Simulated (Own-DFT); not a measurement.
Simulation results for Hf32O63 (monoclinic hafnia with one neutral oxygen vacancy, atoms displaced)

A calculation, not a measurement: plane-wave PBE and HSE06 DFT by an unreviewed code, no spin, of a simulated cell at Gamma alone, so results move with cell size and shape, stress positive in tension, energies less offsets, not probed for a lower state with spin; hafnium file: forces about 75 meV/angstrom off all-electron values; oxygen file: force components 24 meV/angstrom off all-electron in a glass; k mesh not checked against a denser one; forces and stress are PBE's, HSE06 gives the energy alone, and its difference from PBE has offsets of its own; offsets are fitted by least squares, one for each functional and potential file, so energies compare only between cells with the same atoms and settings and are not formation energies; the far tail of each file's local potential was reset to the Coulomb form; each entry is a single point on an unrelaxed cell, so the pressure reflects the starting lattice, mostly measured values, from which strain is counted, and rises with the displacements; printed positions are rounded, which can move forces by about a meV/angstrom; the program is a retired in-house code; no spin-orbit coupling. Program: Own-DFT development build.

Entry: Hf32O63 (monoclinic hafnia with one neutral oxygen vacancy, atoms displaced)

```
CELL_PARAMETERS angstrom
10.23400 0.00000 0.00000
0.00000 10.35000 0.00000
-1.69550 0.00000 10.44530
ATOMIC_POSITIONS crystal
Hf 0.14183 0.01829 0.10233
Hf 0.35720 0.27933 0.13465
Hf 0.35242 0.48130 0.39902
Hf 0.13288 0.23752 0.35111
O 0.03277 0.16753 0.17528
O 0.46549 0.41342 0.07187
O 0.47723 0.33613 0.33175
O 0.04018 0.07936 0.42976
O 0.22833 0.38366 0.23302
O 0.27423 0.12422 0.00350
O 0.26752 0.13061 0.26350
O 0.23139 0.36650 0.49629
Hf 0.14241 0.02222 0.60219
Hf 0.35924 0.27035 0.64122
Hf 0.35794 0.47431 0.89917
Hf 0.13589 0.22691 0.85110
O 0.03641 0.16883 0.66645
O 0.46015 0.42164 0.57459
O 0.03577 0.08065 0.92190
O 0.22088 0.37599 0.73523
O 0.27715 0.12550 0.51021
O 0.28492 0.12876 0.75622
O 0.22111 0.37481 0.99454
Hf 0.13599 0.51651 0.10993
Hf 0.36010 0.77224 0.14803
Hf 0.35805 0.98355 0.39573
Hf 0.13941 0.72378 0.34876
O 0.03652 0.67045 0.16420
O 0.45683 0.92159 0.07868
O 0.47046 0.82677 0.33163
O 0.03457 0.58853 0.42620
O 0.22445 0.88488 0.24125
O 0.27646 0.62913 0.00454
O 0.27187 0.61823 0.26107
O 0.22922 0.87493 0.49457
Hf 0.13669 0.52148 0.61240
Hf 0.36716 0.77535 0.64395
Hf 0.34979 0.97702 0.89441
Hf 0.13607 0.72196 0.84774
O 0.04006 0.65991 0.67409
O 0.46318 0.91502 0.57830
O 0.46592 0.84071 0.82164
O 0.03645 0.58252 0.92425
O 0.22495 0.87340 0.74692
O 0.27880 0.62005 0.52484
O 0.26806 0.62773 0.76911
O 0.22504 0.87288 0.99004
Hf 0.64078 0.01381 0.09795
Hf 0.86730 0.27022 0.15287
Hf 0.86237 0.47681 0.39854
Hf 0.63828 0.23356 0.35700
O 0.53494 0.16187 0.17646
O 0.96672 0.41570 0.07512
O 0.96310 0.34250 0.32753
O 0.53111 0.09199 0.42561
O 0.72821 0.37847 0.23342
O 0.77304 0.12759 0.01156
O 0.78516 0.12717 0.26618
O 0.72480 0.37204 0.49227
Hf 0.63645 0.02650 0.60291
Hf 0.86510 0.26621 0.64377
Hf 0.86590 0.48497 0.89624
Hf 0.62877 0.23196 0.85153
O 0.53835 0.17138 0.67670
O 0.97013 0.40576 0.57211
O 0.96547 0.33419 0.82727
O 0.53513 0.07760 0.92242
O 0.73236 0.36909 0.74332
O 0.77985 0.13208 0.50723
O 0.77199 0.11721 0.75197
O 0.72730 0.37294 0.99600
Hf 0.64499 0.52599 0.11065
Hf 0.86380 0.77894 0.14206
Hf 0.86428 0.97761 0.40070
Hf 0.63825 0.72757 0.35875
O 0.53509 0.67308 0.17418
O 0.96695 0.91571 0.08087
O 0.95809 0.82846 0.33111
O 0.54372 0.59223 0.42574
O 0.72299 0.88691 0.23738
O 0.78249 0.62981 0.00540
O 0.77423 0.62459 0.25714
O 0.72013 0.87319 0.48513
Hf 0.64213 0.52309 0.59904
Hf 0.86001 0.75919 0.63836
Hf 0.85978 0.98871 0.89457
Hf 0.64248 0.72475 0.85854
O 0.53779 0.66378 0.66953
O 0.95965 0.91849 0.57965
O 0.95885 0.83424 0.83030
O 0.53199 0.57906 0.91937
O 0.72411 0.87538 0.73578
O 0.78170 0.63762 0.50247
O 0.77449 0.61735 0.76179
O 0.72267 0.86690 0.98840
```

```
first functional     : PBE
second functional    : HSE06
exact exchange share : 0.25
screening            : 0.11 1/bohr
exchange divergence  : Gygi-Baldereschi
potential files      : PseudoDojo norm-conserving, scalar-relativistic, made for PBE, standard set
wave cutoff          : 48 hartree
occupations          : fixed
k mesh               : 1 x 1 x 1 centred on Gamma
PBE stress zz        : ?
```

## Withheld values
1. Give the missing PBE stress zz for Hf32O63 (monoclinic hafnia with one neutral oxygen vacancy, atoms displaced).
2. Give the table of force values for Hf32O63 (monoclinic hafnia with one neutral oxygen vacancy, atoms displaced).

## Answers
1. -5 GPa
2. 
Force:
| element | x (eV/Å) | y (eV/Å) | z (eV/Å) |
| --- | --- | --- | --- |
| Hf | -0.59 | 0.483 | 0.358 |
| Hf | 2.119 | -2.792 | 2.066 |
| Hf | 2.727 | -0.879 | 0.701 |
| Hf | 0.491 | -2.167 | 0.963 |
| O | 0.812 | -0.372 | -0.113 |
| O | 0.485 | 0.603 | 0.295 |
| O | -2.592 | 1.902 | -0.666 |
| O | 0.227 | 1.156 | -1.216 |
| O | -0.339 | -0.815 | 1.885 |
| O | -0.331 | 1.335 | 0.742 |
| O | 0.658 | -0.466 | -0.546 |
| O | -1.179 | 0.406 | -2.017 |
| Hf | -0.669 | -0.874 | 0.711 |
| Hf | 1.018 | 0.201 | 0.882 |
| Hf | 1.146 | 1.324 | -1.029 |
| Hf | -0.081 | 0.505 | -0.281 |
| O | 0.663 | -0.428 | 0.988 |
| O | 1.127 | 0.015 | 0.473 |
| O | 0.125 | 0.484 | -0.219 |
| O | 0.468 | 0.361 | 1.097 |
| O | 0.192 | 0.341 | -0.175 |
| O | -1.186 | -1.128 | 0.372 |
| O | -0.18 | -0.856 | -1.173 |
| Hf | -0.252 | 1.639 | -2.345 |
| Hf | 1.209 | 0.23 | -0.764 |
| Hf | 1.234 | -0.072 | -0.094 |
| Hf | -1.722 | 1.549 | 1.08 |
| O | 0.06 | 0.152 | 1.078 |
| O | 0.175 | -0.623 | 0.118 |
| O | -2.213 | 1.562 | -0.068 |
| O | 0.228 | -0.43 | -0.206 |
| O | 0.074 | -0.627 | 0.292 |
| O | -0.244 | -0.045 | 1.584 |
| O | 0.317 | 0.421 | 0.409 |
| O | -0.635 | -1.187 | -0.965 |
| Hf | 1.222 | -1.02 | -1.04 |
| Hf | -0.072 | -0.846 | 1.543 |
| Hf | 2.548 | -0.024 | -0.218 |
| Hf | -1.002 | 2.451 | 2.736 |
| O | -2.391 | 1.095 | -0.408 |
| O | 1.036 | 1.339 | -0.689 |
| O | 0.511 | -0.801 | 0.492 |
| O | -0.029 | -0.331 | -0.158 |
| O | -0.41 | 1.155 | -1.3 |
| O | 0.024 | 0.556 | -1.531 |
| O | 1.956 | -2.171 | -1.182 |
| O | -1.088 | -0.611 | 0.459 |
| Hf | -1.688 | 1.861 | 1.134 |
| Hf | -2.137 | -0.376 | -2.167 |
| Hf | -0.448 | 1.193 | -0.553 |
| Hf | 0.412 | -1.615 | -1.645 |
| O | -0.211 | 0.344 | -0.414 |
| O | 0.328 | 0.042 | 0.728 |
| O | 1.45 | -0.718 | -0.12 |
| O | -0.257 | -0.626 | 0.408 |
| O | -0.683 | 0.766 | 1.474 |
| O | 0.699 | 0.111 | -0.274 |
| O | -0.055 | -0.141 | -0.176 |
| O | 0.411 | 0.707 | -0.18 |
| Hf | 0.415 | -1.406 | 0.066 |
| Hf | -0.993 | 0.354 | 0.606 |
| Hf | -0.791 | -2.031 | 0.247 |
| Hf | 0.619 | 0.088 | 1.281 |
| O | -0.975 | 0.368 | -0.619 |
| O | 0.014 | 0.929 | -0.113 |
| O | 1.026 | -0.51 | 0.008 |
| O | -0.168 | 0.766 | -0.755 |
| O | -0.797 | 1.152 | -0.594 |
| O | -0.565 | -0.239 | 0.459 |
| O | 0.409 | 0.18 | 0.818 |
| O | -0.25 | 0.089 | -0.833 |
| Hf | -0.322 | -0.623 | -1.434 |
| Hf | -0.84 | -0.956 | 0.893 |
| Hf | -0.634 | 0.492 | -0.933 |
| Hf | 1.143 | 2.144 | -1.961 |
| O | 0.075 | -0.936 | -0.721 |
| O | 0.579 | 1.193 | -0.374 |
| O | 1.312 | -0.496 | -0.392 |
| O | -2.087 | -2.28 | 0.378 |
| O | 0.497 | -0.742 | 0.045 |
| O | -0.645 | 0.103 | 0.886 |
| O | 0.418 | -0.633 | 0.252 |
| O | 0.092 | 0.094 | 0.565 |
| Hf | -1.603 | -1.043 | 1.277 |
| Hf | 0.114 | 3.985 | 2.303 |
| Hf | -0.175 | -1.885 | -0.942 |
| Hf | -1.236 | 0.925 | -1.617 |
| O | -0.091 | 0.294 | 0.286 |
| O | 0.62 | -0.619 | 0.443 |
| O | 0.541 | -0.546 | -0.319 |
| O | 0.326 | 0.093 | 0.303 |
| O | -0.225 | -0.07 | -0.188 |
| O | -0.031 | -1.992 | 0.575 |
| O | 0.52 | 0.098 | -1.14 |
| O | 0.24 | 0.409 | 0.108 |

Further results for Hf32O63 (monoclinic hafnia with one neutral oxygen vacancy, atoms displaced):

```
PBE energy of cell above offsets : -90.647 eV
HSE06 less PBE above offsets     : 0.105 eV
PBE pressure                     : 4.85 GPa
PBE stress xx                    : -4.66 GPa
PBE stress yy                    : -4.89 GPa
PBE stress yz                    : 0.55 GPa
PBE stress xz                    : 0.21 GPa
PBE stress xy                    : 0.62 GPa
```
